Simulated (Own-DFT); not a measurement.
Simulation results for Hf36O71 (tetragonal hafnia with one neutral oxygen vacancy, atoms displaced)

All values are calculated (Own-DFT development build). A calculation, not a measurement: plane-wave PBE and HSE06 DFT by an unreviewed code, no spin, of a simulated cell at Gamma alone, so results move with cell size and shape, stress positive in tension, energies less offsets, not probed for a lower state with spin; hafnium file: forces about 75 meV/angstrom off all-electron values; oxygen file: force components 24 meV/angstrom off all-electron in a glass; k mesh not checked against a denser one; forces and stress are PBE's, HSE06 gives the energy alone, and its difference from PBE has offsets of its own; offsets are fitted by least squares, one for each functional and potential file, so energies compare only between cells with the same atoms and settings and are not formation energies; the far tail of each file's local potential was reset to the Coulomb form; each entry is a single point on an unrelaxed cell, so the pressure reflects the starting lattice, taken from the Materials Project, from which strain is counted, and rises with the displacements; printed positions are rounded, which can move forces by about a meV/angstrom; the program is a retired in-house code; no spin-orbit coupling.

Settings shared by all entries: first functional PBE; second functional HSE06; exact exchange share 0.25; screening 0.11 1/bohr; exchange divergence Gygi-Baldereschi; potential files PseudoDojo norm-conserving, scalar-relativistic, made for PBE, standard set; wave cutoff 48 hartree; occupations fixed; k mesh 1 x 1 x 1 centred on Gamma.

(1) 
```xyz
107
Lattice="10.7800 0.0000 0.0000 0.0000 10.7800 0.0000 0.0000 0.0000 10.4493" Properties=species:S:1:pos:R:3:force_x:R:1:force_y:R:1:force_z:R:1 formula=Hf36O71 PBE_energy_of_cell_above_offsets=-97.824 HSE06_less_PBE_above_offsets=0.025 PBE_pressure=2.1 PBE_stress_xx=-1.25 PBE_stress_yy=-2.49 PBE_stress_zz=-2.57 PBE_stress_yz=0.45 PBE_stress_xz=0.33 PBE_stress_xy=0.02
Hf    10.7269    10.7206    10.3796      1.093      1.423      1.597
Hf     1.7727     1.7710     2.5641      0.594      0.068      0.731
O      0.0021     1.7909     1.4919     -0.193      0.222      0.012
O      1.7867    10.6946     3.5890     -0.311      0.762     -0.045
O     10.6922     1.8057     4.2132      0.564     -0.409     -0.434
O      1.8700    10.7595     0.9394     -1.989     -0.274      0.386
Hf    10.7402    10.7580     5.2203      0.485     -0.342     -0.226
Hf     1.7988     1.8040     7.8574      0.631     -0.129     -0.906
O      0.0439     1.8359     6.7567     -0.296     -0.045      0.953
O      1.8862    10.7765     8.7892     -0.637      0.212      0.572
O      0.0238     1.7836     9.3659     -0.016     -0.105      0.175
O      1.7969    10.7274     6.2284     -0.531       0.84     -0.615
Hf    10.7356     3.5494    10.4004      0.928     -0.207      0.795
Hf     1.8335     5.3296     2.5979       0.48      0.564      1.187
O      0.0021     5.3954     1.6945      1.162       0.06     -2.184
O      1.7833     3.5620     3.5641     -0.077     -0.095      0.056
O      0.0718     5.4374     4.2591     -0.709     -1.182     -0.411
O      1.8558     3.6282     0.9902     -1.576      0.079     -0.365
Hf    10.7366     3.6116     5.2604      0.002     -0.132       -0.4
Hf     1.8183     5.4444     7.8810      0.286     -0.285       -2.1
O      0.1118     5.3283     6.7680     -1.933      0.021      1.358
O      1.7967     3.6301     8.8693     -0.099     -0.296     -0.024
O     10.6933     5.3540     9.3494      0.683      0.871       1.06
O      1.7965     3.6471     6.1892      0.777     -0.479      0.338
Hf     0.0181     7.1325    10.3959     -0.371      0.736      1.704
Hf     1.8951     8.9397     2.5843     -2.078     -0.492      1.106
O     10.7503     8.9563     1.6103       0.66      0.118      -0.26
O      1.7172     7.1873     3.6821      0.625      0.504     -0.841
O      1.8470     7.1164     1.0075      -0.94      0.278     -0.285
Hf    10.6509     7.1399     5.3008      2.887      1.183     -1.658
Hf     1.7809     8.9455     7.8782      0.418      1.981     -2.498
O      0.0053     8.9701     6.8277     -0.967      0.114      0.221
O      1.7882     7.2922     8.8655     -0.537     -3.232      1.885
O      0.0499     9.0405     9.4241     -0.791      -2.01     -0.057
O      1.7570     7.1419     6.3645      0.727      -0.02     -0.843
Hf     3.5939    10.6601    10.4363      1.166      2.054     -0.169
Hf     5.4070     1.7588     2.6028     -0.631      1.989     -0.499
O      3.5727     1.8037     1.6439      0.257      0.031       -0.3
O      5.3628     0.1156     3.6144      0.286     -2.691      0.674
O      3.6309     1.8000     4.2125     -0.256      0.416      0.317
O      5.3896    10.7238     1.0606      0.167       0.55     -0.495
Hf     3.5834     0.0142     5.2211     -0.573     -0.075      0.376
Hf     5.3686     1.8519     7.8302      1.069     -1.236      0.055
O      3.6159     1.8238     6.7977       -0.4     -0.011      0.187
O      5.3624     0.0183     8.8474      0.218     -0.202     -0.201
O      3.6042     1.7415     9.4168     -0.084      0.988      0.285
O      5.3633    10.6633     6.1919      0.998      0.338      0.197
Hf     3.6022     3.5918    10.4216      0.285     -1.122      0.499
Hf     5.4105     5.4015     2.5706      0.534      0.341      0.353
O      3.6572     5.3594     1.6086     -1.188      0.212      -1.06
O      5.4068     3.7538     3.6371      0.216     -2.859      0.211
O      3.6993     5.4467     4.1196     -1.199     -0.199      1.123
O      5.3605     3.5712     1.0104       1.01      0.002      -0.68
Hf     3.6699     3.6170     5.2967      -2.15      0.073     -2.236
Hf     5.3972     5.4205     7.8427      0.488      0.724      -0.44
O      3.6266     5.3525     6.7683     -0.046      0.095      0.733
O      5.4049     3.5736     8.8525      0.058        0.8      -0.07
O      3.6250     5.3988     9.4041     -0.273      0.023      -0.45
O      5.3868     3.5431     6.1841      0.225      0.018      1.894
Hf     3.5938     7.1335    10.4202      1.105      0.046      0.706
Hf     5.3103     8.9573     2.6769      2.267      0.852      0.426
O      3.6615     9.0221     1.6717     -1.184     -0.493     -1.239
O      5.4426     7.1765     3.6230     -0.276      0.532      0.202
O      3.5878     8.9294     4.2463      0.498      0.804     -0.727
O      5.3922     7.1488     0.9718     -0.033      0.536      0.049
Hf     3.6053     7.1764     5.2203     -0.956     -0.649      0.921
Hf     5.4860     9.0512     7.8437     -2.283     -0.137     -0.637
O      3.5035     9.0224     6.8698      1.858     -0.471      0.156
O      5.4329     7.2230     8.8829      0.074     -0.061     -0.423
O      3.5715     8.9321     9.5088      0.143     -0.466     -0.414
O      5.4108     7.1952     6.2869     -0.438      0.216     -0.403
Hf     7.2515    10.7193     0.0696     -2.526      1.997     -0.321
Hf     8.9749     1.7972     2.5381      0.379      0.555      1.633
O      7.2094     1.7828     1.5478     -0.331      0.132      0.529
O      9.0011     0.0245     3.6425     -0.398     -0.583     -0.341
O      7.1934     1.8313     4.2300     -0.177     -0.402     -0.818
O      8.9462     0.0386     1.0245      1.822      -0.42      0.437
Hf     7.2295     0.0225     5.1843     -0.297      0.276      0.628
Hf     9.0800     1.7425     7.8972     -1.555      0.997     -2.252
O      7.2427     1.9036     6.7862     -1.088     -1.049      0.902
O      8.9731     0.0490     8.8903      0.833     -1.987      0.552
O      7.2412     1.7502     9.4394     -0.047      0.902      0.272
O      8.9719     0.0142     6.2958      0.165     -0.007     -0.196
Hf     7.1908     3.6463    10.4049     -0.999     -1.059      0.818
Hf     9.0491     5.3008     2.5719     -2.138      1.527      1.461
O      7.1884     5.4040     1.5633      0.289      -0.59     -0.449
O      9.0006     3.6203     3.6543      0.045     -0.699     -0.298
O      7.1845     5.4537     4.1979      0.418     -0.476      0.221
O      8.9573     3.6441     1.1027      0.676     -0.377     -1.557
Hf     7.1208     3.6113     5.2430      1.471      0.501     -0.853
Hf     9.0250     5.3678     7.8613     -0.506     -0.597     -2.349
O      7.1527     5.3933     6.8058      0.146     -0.118      0.589
O      9.0366     3.5914     8.8008     -0.061     -0.423      1.576
O      7.1807     5.4131     9.3850      0.332     -0.238      0.028
O      8.8830     3.5941     6.2537      1.833      0.852      0.025
Hf     7.1883     7.2200    10.3941     -0.703     -0.843      1.422
Hf     8.9560     8.9807     2.5679      0.629     -0.683      1.441
O      7.1436     9.0182     1.6343      0.057     -0.205      -0.39
O      8.9843     7.2119     3.6033       0.48     -0.177      0.528
O      7.1334     8.9313     4.2673      0.052      2.023      -0.55
O      8.9121     7.1111     1.0654      1.392      0.713     -1.738
Hf     7.1792     7.1982     5.1847      0.025     -1.471      0.491
Hf     8.9667     8.9248     7.8764      0.642      1.553     -1.366
O      7.2061     9.0182     6.8788       0.94     -0.332     -0.405
O      8.9775     7.1651     8.8018      0.312       0.37      1.533
O      7.2531     9.0462     9.4396      0.109     -1.187     -0.446
O      9.0271     7.1038     6.3239      -2.13      0.247      0.337
```

Units: PBE_energy_of_cell_above_offsets, HSE06_less_PBE_above_offsets in eV; PBE_pressure, PBE_stress_xx, PBE_stress_yy, PBE_stress_zz, PBE_stress_yz, PBE_stress_xz, PBE_stress_xy in GPa; force_x, force_y, force_z in eV/Å.

(2) 
```xyz
107
Lattice="10.7800 0.0000 0.0000 0.0000 10.7800 0.0000 0.0000 0.0000 10.4493" Properties=species:S:1:pos:R:3:force_x:R:1:force_y:R:1:force_z:R:1 formula=Hf36O71 PBE_energy_of_cell_above_offsets=-84.309 HSE06_less_PBE_above_offsets=0.712 PBE_pressure=7.64 PBE_stress_xx=-4.46 PBE_stress_yy=-10.77 PBE_stress_zz=-7.68 PBE_stress_yz=1.5 PBE_stress_xz=-0.73 PBE_stress_xy=-0.01
Hf     0.0349    10.7585    10.2769      0.202     -1.584      3.522
Hf     1.7585     1.8717     2.5097     -0.356     -0.468      1.351
O     10.6353     1.7053     1.6958      1.724      0.485     -0.333
O      1.8160    10.6347     3.5460      0.259      2.883      0.175
O      0.0111     1.7524     4.2637     -0.131       0.52     -0.077
O      1.8282     0.0125     0.9834     -1.023      0.884      0.296
Hf    10.7391    10.7620     5.2668      1.806      0.602      0.314
Hf     1.9686     1.8741     7.9418     -2.257     -3.063     -0.619
O     10.6782     1.6575     6.8510      1.316      0.669     -0.108
O      1.7838    10.7244     8.9198     -0.311       0.63     -1.045
O      0.0946     1.6522     9.3924     -1.019      4.043     -0.491
O      1.9408    10.6738     6.3155     -3.073      1.275     -0.224
Hf    10.6531     3.7025    10.4060       0.28     -2.369      3.083
Hf     1.8143     5.5053     2.7220      0.707     -1.379     -0.941
O      0.0254     5.3874     1.5277     -0.812     -0.073      1.968
O      1.7806     3.6820     3.7441     -0.123     -1.136     -2.251
O      0.0157     5.2387     4.3997     -1.628      3.994     -1.997
O      1.9056     3.7859     1.0389     -2.497     -2.606      -0.93
Hf    10.7252     3.5497     5.2971     -0.687      -2.04     -1.061
Hf     1.6905     5.3548     7.9592       2.47      3.952     -2.906
O      0.0218     5.4182     6.9462     -2.797     -0.181     -0.563
O      1.7972     3.7008     8.8758      0.669     -3.335      1.069
O     10.7608     5.4140     9.5222     -0.183     -0.647     -2.605
O      1.6191     3.5458     6.0630      3.754      -0.03      4.144
Hf    10.7660     7.1636    10.3703      1.345     -0.873       3.12
Hf     1.6971     8.9630     2.4315      3.534      0.106      2.712
O      0.0464     9.0891     1.5255     -3.019     -0.907      0.275
O      1.9274     7.2715     3.6902     -0.637      -0.78     -0.812
O      0.1373     9.0673     4.3348     -1.893     -3.105      -1.09
O      1.8670     7.2183     0.9981     -2.082     -0.472     -0.008
Hf    10.5903     7.1312     5.3225      4.281      1.015      0.338
Hf     1.7061     8.9152     7.7945      3.802      1.123      0.415
O      0.0249     8.9142     6.8566     -2.057       0.19     -0.601
O      1.8437     7.1588     8.7410     -0.322     -1.074      1.635
O      0.0374     8.8272     9.5911      0.938      4.174     -3.092
O      1.7063     7.0650     6.2159       0.48      0.263     -0.464
Hf     3.5770     0.0675     0.0752      1.424     -3.854      0.049
Hf     5.3804     1.8654     2.5445      1.532     -1.407      0.076
O      3.6859     1.8253     1.5500     -2.042      0.538       0.34
O      5.4948     0.0113     3.5733      -0.16      1.192       0.35
O      3.5379     1.7999     4.2492       0.15      2.647     -1.948
O      5.3950     0.1235     1.1140       0.34     -0.717     -0.834
Hf     3.5295     0.1522     5.1747      1.327     -3.879      1.148
Hf     5.4180     1.7327     7.8620      0.948     -1.364     -1.025
O      3.5341     1.8812     6.7908      0.728      0.574      0.937
O      5.5231     0.0048     8.8503     -0.664     -0.568      -0.04
O      3.5767     1.7343     9.5075     -0.929      1.685     -2.382
O      5.3593     0.1044     6.2044     -0.294      0.049     -0.267
Hf     3.5483     3.6237    10.2954      1.017       1.75      2.577
Hf     5.4516     5.2841     2.5907     -0.756      2.696     -1.428
O      3.5156     5.3078     1.5898      2.242      0.448      0.126
O      5.2406     3.7182     3.7199      1.753      -3.19     -0.832
O      3.6819     5.2657     4.1750     -0.939      3.596      0.544
O      5.6392     3.5428     0.9199     -5.206      0.438      3.535
Hf     3.6024     3.6661     5.2777      -0.55     -1.224     -0.555
Hf     5.4199     5.3732     7.8528     -0.078     -0.243      1.364
O      3.7002     5.4342     6.9193     -2.121     -0.511     -0.665
O      5.2760     3.5871     8.9337     -0.376      0.503     -1.263
O      5.4146     3.5578     6.2562      0.859      0.209      0.222
Hf     3.6017     7.1232     0.0427      1.173      1.057     -0.362
Hf     5.4518     9.0196     2.8034     -2.494     -1.122     -2.155
O      3.5791     8.9104     1.6828      1.368      0.656     -0.175
O      5.4964     7.1021     3.6541      -0.62      0.537      0.129
O      3.7314     9.0515     4.2843      1.328     -1.185      0.257
O      5.3583     7.0998     1.0473      1.409      -0.25     -0.645
Hf     3.7483     7.1983     5.2415     -2.779       1.04     -1.059
Hf     5.3673     8.8466     7.7701     -0.731      3.065      0.736
O      3.5521     9.0477     6.8357      0.816     -2.266      0.248
O      5.4092     7.1729     8.7687      -0.65     -1.141       0.75
O      3.4967     8.9456     9.4757      0.831      0.295      0.592
O      5.5218     7.2276     6.1824     -1.672     -0.277       1.21
Hf     7.2647    10.6961     0.1195     -3.486       0.81     -1.123
Hf     8.9009     1.8780     2.8351       0.64      -6.09     -5.965
O      7.3000     1.7677     1.5313     -0.881     -0.253       1.66
O      8.9414     0.0113     3.6639      0.099     -1.036      0.294
O      7.0048     1.6926     4.3163      1.109      3.674     -2.031
O      8.9303    10.6625     0.9301      2.986     -0.027     -0.015
Hf     7.2941    10.7207     5.1037      -2.93      0.961      3.357
Hf     8.9849     1.6765     7.7860     -1.675      0.076      0.623
O      7.1762     1.6535     6.7492      1.462      1.302      1.033
O      9.0129    10.5622     8.7259      0.646      8.425       4.29
O      7.1249     1.9479     9.3838      0.723     -3.776     -1.744
O      8.9214    10.6764     6.2267      1.677      0.317      0.493
Hf     7.1420     3.5885    10.3102      3.406        0.8      1.359
Hf     8.9507     5.3782     2.6778      0.314      -0.65     -1.977
O      7.3406     5.3634     1.5575     -0.843      0.511      1.358
O      8.9374     3.4907     3.5759     -0.481      5.991      3.788
O      7.1787     5.4403     4.1948      1.537     -1.667      0.312
O      8.9559     3.5238     1.0463       1.02      0.964     -0.939
Hf     7.2186     3.5118     5.2375     -2.789      0.329      0.108
Hf     8.9229     5.3281     7.8368      0.195      1.784      0.718
O      7.2033     5.4011     6.9428     -0.424      0.003     -1.554
O      8.9218     3.6253     8.7923       1.79     -1.601      0.423
O      7.2087     5.3939     9.4957      0.612      1.644     -1.206
O      8.8776     3.7023     6.2480      1.249     -0.416       0.54
Hf     7.3931     7.2440     0.0717     -4.108     -0.286     -1.198
Hf     9.0364     8.8693     2.6530       0.68      8.306     -4.546
O      7.2374     8.9707     1.5700     -0.296     -0.563      0.947
O      8.9019     7.3487     3.5142      0.686     -7.229      4.395
O      7.1964     9.0062     4.2898      -0.18     -2.385     -2.063
O      9.0414     7.1380     1.0210      1.603       0.46      1.401
Hf     7.2128     7.2222     5.2454      -1.57     -0.067     -0.829
Hf     8.9943     9.0307     7.8882     -2.111     -4.648     -5.393
O      7.1394     8.9739     6.8533       0.81      0.171     -0.372
O      9.0652     7.4243     8.8683     -0.139     -5.749      1.603
O      7.2474     8.9349     9.4378     -0.409      0.363      0.536
O      8.8473     7.2479     6.2879      2.228     -0.913     -0.037
```

Units: PBE_energy_of_cell_above_offsets, HSE06_less_PBE_above_offsets in eV; PBE_pressure, PBE_stress_xx, PBE_stress_yy, PBE_stress_zz, PBE_stress_yz, PBE_stress_xz, PBE_stress_xy in GPa; force_x, force_y, force_z in eV/Å.
